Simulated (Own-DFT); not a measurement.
# One host, several defects: grey tin

The numbers are computed, not measured, by runs of the plane-wave DFT program Own-DFT (in-house, retired, unreviewed) at fixed positions, with no spin and no spin-orbit coupling.

Method: PBE; PseudoDojo norm-conserving scalar-relativistic files; cutoff 42 hartree; 3 x 3 x 3 k mesh centred on Gamma; cold (Marzari-Vanderbilt) smearing of 0.2 eV.

Caveats (not all hold for every row): not probed for a lower state with spin; forces on such cells moved up to 12 meV/angstrom on a denser k mesh; stress not checked against mesh or cutoff.

All runs share one cell, with vectors in Å (12.978, 0.000, 0.000); (0.000, 12.978, 0.000); (0.000, 0.000, 12.978) and a volume of 2185.9 Å³. Atoms were moved at random from their sites; u is the rms move along one axis. The defect's site can differ from row to row.

```
cell,formula,u (Å),P (GPa)
no defect,Sn64,0.0200,3.38
no defect,Sn64,0.0204,3.38
no defect,Sn64,0.0534,3.65
two Sn vacancies,Sn62,0.0285,3.13
two Sn vacancies,Sn62,0.0480,3.28
two Sn vacancies,Sn62,0.0514,3.42
one Sn vacancy,Sn63,0.0306,3.25
one Sn vacancy,Sn63,0.0308,3.24
one Sn vacancy,Sn63,0.0448,3.43
one Sn vacancy,Sn63,0.0476,?
```

## Worked fit

P = P0 + c u² + a shift for each defect gives P0 = 3.32 GPa, c = 127 ± 16 GPa/Å² and a scatter of 0.04 GPa. The shifts, and each times the cell's volume:

- one Sn vacancy: -0.17 ± 0.03 GPa, -2.4 eV
- two Sn vacancies: -0.29 ± 0.03 GPa, -3.9 eV (-2.0 eV for each of its 2 sites)

A positive shift means that the defect pushes the cell outwards. Shift times volume (160.2 GPa Å³ is 1 eV) depends little on the cell's size, so, taken for each site, it can be compared between cells at like pressure. The atoms around the defects weren't relaxed, which would change these numbers.

## Check

Q: what pressure belongs in the blank (one Sn vacancy, u = 0.0476 Å)?

Estimate: 3.43 ± 0.05 GPa. The calculation gave 3.43 GPa.
